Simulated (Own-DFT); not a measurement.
Simulation results for HfO2 (monoclinic hafnia, atoms displaced)

Computed with Own-DFT development build. A calculation, not a measurement: plane-wave density functional theory by an unreviewed code, no spin, of a simulated periodic cell, stress positive in tension, run twice, with PBE and with PBEsol, both on files made for PBE, so the change isn't that of files made for PBEsol, hafnium file: forces about 75 meV/angstrom off all-electron values; oxygen file: force components 24 meV/angstrom off all-electron in one glass; forces on such cells passed a denser k mesh, this cell's mesh not checked; the far tail of each file's local potential was reset to the Coulomb form; each entry is a single point on an unrelaxed cell, so the pressure reflects the starting lattice, mostly measured values (interpolated for alloys), from which strain is counted, and rises with the displacements; printed positions are rounded, which can move forces by about a meV/angstrom; the program, named Own-DFT, is a retired in-house code; no spin-orbit coupling; stress was not checked against mesh or cutoff.

### HfO2 (monoclinic hafnia, atoms displaced)

```
HfO2
1.0
     10.2340     0.0000     0.0000
      0.0000    10.3500     0.0000
     -1.6955     0.0000    10.4453
Hf O Hf O Hf O Hf O Hf O Hf O Hf O Hf O
4 8 4 8 4 8 4 8 4 8 4 8 4 8 4 8
Direct
  0.14282 0.02419 0.11196
  0.35813 0.26474 0.14789
  0.37006 0.48740 0.40384
  0.14259 0.22799 0.36345
  0.03767 0.16185 0.17124
  0.46076 0.42364 0.07007
  0.46554 0.34785 0.32800
  0.03098 0.07961 0.42788
  0.22185 0.37610 0.24748
  0.28583 0.13405 0.01376
  0.26012 0.12614 0.25858
  0.23083 0.36729 0.49080
  0.13744 0.02122 0.60398
  0.35250 0.27443 0.64553
  0.35912 0.48029 0.89673
  0.14649 0.23113 0.85596
  0.03828 0.16623 0.67699
  0.45678 0.41786 0.57284
  0.45943 0.32344 0.82887
  0.03703 0.07953 0.92157
  0.22762 0.37963 0.74572
  0.27028 0.13246 0.50844
  0.28063 0.12315 0.75653
  0.22836 0.37356 0.98484
  0.14407 0.52144 0.10955
  0.36766 0.76706 0.14406
  0.36539 0.98728 0.40048
  0.13115 0.73243 0.35481
  0.03573 0.66363 0.17274
  0.46088 0.91913 0.07034
  0.46646 0.83340 0.33055
  0.03869 0.59030 0.41354
  0.22597 0.86957 0.24537
  0.27518 0.63198 0.01466
  0.27781 0.62369 0.25394
  0.22085 0.86334 0.48883
  0.13932 0.52373 0.61041
  0.35731 0.77297 0.64121
  0.36246 0.98338 0.89575
  0.13613 0.72503 0.85265
  0.03871 0.66329 0.68171
  0.45920 0.90674 0.57759
  0.45611 0.83529 0.82684
  0.03624 0.58671 0.91860
  0.23139 0.88175 0.74396
  0.27705 0.62993 0.51051
  0.27239 0.62030 0.75654
  0.22893 0.87013 0.98367
  0.64416 0.02433 0.10331
  0.86189 0.27447 0.14228
  0.86651 0.48374 0.39699
  0.64343 0.23441 0.36207
  0.53899 0.16514 0.16601
  0.96079 0.42238 0.07409
  0.96243 0.33789 0.33471
  0.53245 0.07662 0.41693
  0.72875 0.37715 0.23389
  0.77312 0.12916 0.01243
  0.77386 0.12124 0.26220
  0.72668 0.37796 0.49150
  0.63324 0.01742 0.61168
  0.86670 0.27087 0.63976
  0.86508 0.47557 0.89996
  0.63382 0.22032 0.86193
  0.53947 0.15414 0.68091
  0.96407 0.41493 0.57532
  0.96006 0.34083 0.82868
  0.54456 0.08545 0.92214
  0.72464 0.37139 0.74415
  0.77669 0.13073 0.50911
  0.77133 0.12440 0.76411
  0.73289 0.37068 0.98944
  0.64361 0.52411 0.11203
  0.86812 0.76565 0.14717
  0.85209 0.96732 0.39930
  0.64729 0.72740 0.35833
  0.53434 0.67026 0.16739
  0.95637 0.91714 0.07417
  0.96191 0.82978 0.32883
  0.52780 0.58710 0.42317
  0.71924 0.87808 0.23334
  0.78016 0.63105 0.00564
  0.77592 0.61420 0.25825
  0.71970 0.87200 0.48520
  0.64851 0.51750 0.60796
  0.87428 0.77430 0.65316
  0.85986 0.97356 0.89996
  0.64371 0.72750 0.86376
  0.53603 0.66664 0.67123
  0.95190 0.90725 0.57074
  0.96856 0.83534 0.82289
  0.53782 0.59070 0.92796
  0.72924 0.88070 0.73870
  0.77430 0.62203 0.50971
  0.77648 0.62652 0.76442
  0.72732 0.87339 0.98092
```

* functional: PBE, then PBEsol
* potential files: PseudoDojo norm-conserving, scalar-relativistic, standard set
* wave cutoff: 72 hartree
* occupations: Fermi-Dirac
* smearing width: 0.1 eV
* k mesh: 2 x 2 x 2 centred on Gamma
* PBE pressure: 6.48 GPa
* PBE stress xx: -6.35 GPa
* PBE stress yy: -6.73 GPa
* PBE stress zz: -6.35 GPa
* PBE stress yz: 0.41 GPa
* PBE stress xz: -0.1 GPa
* PBE stress xy: -1.07 GPa
* PBEsol pressure: 0 GPa
* PBEsol stress xx: 0.11 GPa
* PBEsol stress yy: -0.28 GPa
* PBEsol stress zz: 0.16 GPa
* PBEsol stress yz: 0.42 GPa
* PBEsol stress xz: 0.23 GPa
* PBEsol stress xy: -1.05 GPa
* rms change of force components from PBE to PBEsol: 0.054 eV/Å

Force:
| force element | PBE force x (eV/Å) | PBE force y (eV/Å) | PBE force z (eV/Å) | PBEsol force x (eV/Å) | PBEsol force y (eV/Å) | PBEsol force z (eV/Å) |
| --- | --- | --- | --- | --- | --- | --- |
| Hf | -0.782 | -2.104 | -2.047 | -0.769 | -1.976 | -2.009 |
| Hf | 1.879 | 2.539 | 0.51 | 1.819 | 2.511 | 0.497 |
| Hf | -2.293 | -0.325 | -1.744 | -2.212 | -0.375 | -1.661 |
| Hf | -2.312 | 1.14 | -1.322 | -2.211 | 1.07 | -1.308 |
| O | -1.527 | 1.244 | 0.314 | -1.457 | 1.205 | 0.342 |
| O | 0.326 | -0.964 | 1.496 | 0.301 | -0.913 | 1.394 |
| O | 1.63 | -2.384 | -0.709 | 1.575 | -2.338 | -0.71 |
| O | 0.137 | 0.129 | -0.077 | 0.165 | 0.114 | -0.003 |
| O | -0.095 | 0.22 | -1.15 | -0.039 | 0.196 | -1.128 |
| O | -1.059 | -0.585 | -0.468 | -1.088 | -0.562 | -0.441 |
| O | 2.538 | -0.857 | 0.874 | 2.409 | -0.817 | 0.839 |
| O | -1.585 | 0.489 | 0.708 | -1.485 | 0.447 | 0.705 |
| Hf | -0.308 | -0.753 | 0.144 | -0.277 | -0.66 | 0.103 |
| Hf | 2.435 | -0.198 | 0.611 | 2.336 | -0.14 | 0.623 |
| Hf | 2.146 | 0.434 | 0.228 | 2.073 | 0.349 | 0.269 |
| Hf | -2.061 | -0.826 | 0.277 | -1.984 | -0.843 | 0.242 |
| O | 0.082 | -0.091 | -0.333 | 0.097 | -0.072 | -0.291 |
| O | 1.695 | -0.453 | 1.997 | 1.62 | -0.421 | 1.883 |
| O | -0.326 | 1.063 | -0.042 | -0.343 | 1.021 | -0.099 |
| O | 0.962 | 0.879 | 0.368 | 0.953 | 0.85 | 0.417 |
| O | -0.964 | 0.274 | -1.182 | -0.872 | 0.254 | -1.147 |
| O | 0.59 | -1.049 | 0.588 | 0.498 | -1.02 | 0.566 |
| O | -0.733 | 0.196 | 0.15 | -0.779 | 0.216 | 0.148 |
| O | -1.094 | -0.323 | 1.073 | -0.993 | -0.314 | 1.026 |
| Hf | 0.145 | -0.077 | -0.238 | 0.164 | -0.004 | -0.244 |
| Hf | -0.957 | 1.621 | 0.463 | -0.944 | 1.604 | 0.474 |
| Hf | -0.542 | -3.253 | -1.132 | -0.503 | -3.242 | -1.071 |
| Hf | 3.406 | 0.445 | -0.653 | 3.333 | 0.405 | -0.656 |
| O | -0.378 | 0.196 | -0.285 | -0.375 | 0.206 | -0.227 |
| O | 1.069 | 0.347 | 0.9 | 1.028 | 0.352 | 0.812 |
| O | 0.411 | 0.076 | -0.008 | 0.397 | 0.06 | -0.047 |
| O | -1.768 | -2.275 | 2.002 | -1.731 | -2.219 | 1.986 |
| O | -0.168 | 2.074 | -1.094 | -0.113 | 2.02 | -1.062 |
| O | -0.053 | -0.947 | -1.037 | -0.108 | -0.936 | -0.995 |
| O | -0.439 | -0.632 | 0.763 | -0.49 | -0.605 | 0.713 |
| O | -0.469 | 1.679 | 0.701 | -0.4 | 1.626 | 0.69 |
| Hf | 0.871 | -0.45 | -1.348 | 0.876 | -0.378 | -1.309 |
| Hf | 0.648 | -1.551 | 1.768 | 0.624 | -1.46 | 1.741 |
| Hf | 0.405 | -1.786 | -0.103 | 0.383 | -1.843 | -0.08 |
| Hf | 1.791 | 1.438 | 1.989 | 1.743 | 1.346 | 1.912 |
| O | -0.59 | -0.324 | -1.821 | -0.559 | -0.295 | -1.716 |
| O | 1.514 | 2.475 | -0.784 | 1.459 | 2.435 | -0.808 |
| O | 1.615 | -0.421 | 0.179 | 1.542 | -0.398 | 0.132 |
| O | -0.146 | -0.668 | 0.999 | -0.123 | -0.651 | 1.009 |
| O | -1.553 | 0.45 | -1.558 | -1.437 | 0.44 | -1.522 |
| O | -0.925 | -0.524 | 0.26 | -0.96 | -0.512 | 0.274 |
| O | 0.147 | -0.306 | 0.504 | 0.055 | -0.304 | 0.483 |
| O | -0.851 | 0.398 | 0.709 | -0.75 | 0.389 | 0.674 |
| Hf | -1.158 | -0.957 | 0.603 | -1.122 | -0.865 | 0.57 |
| Hf | 0.551 | -0.817 | 0.62 | 0.498 | -0.735 | 0.61 |
| Hf | 0.272 | -0.667 | -0.458 | 0.26 | -0.707 | -0.43 |
| Hf | -0.632 | -0.587 | -1.845 | -0.579 | -0.616 | -1.829 |
| O | -1.328 | 1.303 | 1.055 | -1.287 | 1.263 | 1.058 |
| O | 1.281 | -0.35 | 1.572 | 1.223 | -0.333 | 1.472 |
| O | 0.991 | -1.123 | -0.689 | 0.944 | -1.082 | -0.707 |
| O | 1.169 | 1.667 | 0.527 | 1.126 | 1.601 | 0.572 |
| O | -0.847 | -0.044 | 1.067 | -0.761 | -0.039 | 1.032 |
| O | 1.11 | 0.152 | 0.406 | 0.999 | 0.143 | 0.398 |
| O | 0.152 | -0.02 | 0.413 | 0.068 | -0.014 | 0.396 |
| O | -0.227 | -0.919 | -0.643 | -0.163 | -0.892 | -0.624 |
| Hf | 0.995 | -0.243 | -0.229 | 0.973 | -0.188 | -0.218 |
| Hf | -1.503 | -0.501 | 2.321 | -1.478 | -0.429 | 2.292 |
| Hf | -1.015 | 1.207 | -1.494 | -0.993 | 1.117 | -1.43 |
| Hf | 2.394 | 3.515 | -1.924 | 2.362 | 3.365 | -1.917 |
| O | -2.144 | 1.253 | -1.052 | -2.048 | 1.208 | -0.965 |
| O | 1.282 | 1.045 | 0.33 | 1.229 | 1.027 | 0.277 |
| O | 2.613 | -2.088 | -0.847 | 2.528 | -2.034 | -0.866 |
| O | -2.712 | -2.915 | 0.984 | -2.633 | -2.841 | 1.013 |
| O | -0.014 | 1.25 | -1.491 | 0.067 | 1.233 | -1.471 |
| O | -0.593 | -0.165 | 0.344 | -0.635 | -0.15 | 0.326 |
| O | 1.022 | -0.902 | -0.068 | 0.908 | -0.886 | -0.056 |
| O | -1.272 | -0.18 | 0.511 | -1.152 | -0.183 | 0.519 |
| Hf | -1.443 | -0.795 | -2.533 | -1.402 | -0.719 | -2.499 |
| Hf | -0.535 | 0.837 | -0.999 | -0.507 | 0.86 | -0.957 |
| Hf | 0.821 | 2.717 | -1.939 | 0.793 | 2.602 | -1.862 |
| Hf | -2.909 | 0.448 | -0.756 | -2.845 | 0.419 | -0.753 |
| O | 1.578 | -0.715 | 0.947 | 1.543 | -0.699 | 0.963 |
| O | 1.294 | -0.29 | 1.366 | 1.23 | -0.283 | 1.275 |
| O | -0.812 | 0.323 | -0.224 | -0.798 | 0.288 | -0.259 |
| O | 2.797 | 1.379 | 0.209 | 2.73 | 1.321 | 0.243 |
| O | 0.669 | -0.829 | 0.663 | 0.714 | -0.809 | 0.671 |
| O | -0.213 | 0.124 | 1.698 | -0.276 | 0.126 | 1.663 |
| O | 0.207 | 1.08 | 0.401 | 0.137 | 1.053 | 0.394 |
| O | -0.617 | -0.776 | 0.433 | -0.526 | -0.752 | 0.383 |
| Hf | -2.295 | 0.898 | 1.4 | -2.217 | 0.929 | 1.341 |
| Hf | -3.368 | -2.164 | 0.339 | -3.276 | -2.054 | 0.391 |
| Hf | 1.101 | 2.132 | -1.748 | 1.061 | 2.029 | -1.684 |
| Hf | -1.644 | 0.181 | -2.737 | -1.574 | 0.112 | -2.682 |
| O | 0.227 | -0.376 | 0.205 | 0.231 | -0.359 | 0.235 |
| O | 2.991 | 2.091 | 0.224 | 2.886 | 2.045 | 0.169 |
| O | 0.093 | 0.355 | 0.585 | 0.069 | 0.308 | 0.505 |
| O | -0.553 | -0.844 | 0.004 | -0.512 | -0.819 | 0.058 |
| O | -0.142 | -0.128 | -0.158 | -0.072 | -0.113 | -0.146 |
| O | 0.736 | 1.156 | 0.154 | 0.644 | 1.094 | 0.126 |
| O | 0.29 | -0.927 | -0.336 | 0.212 | -0.901 | -0.313 |
| O | -1.125 | -0.47 | 1.349 | -1.027 | -0.457 | 1.298 |
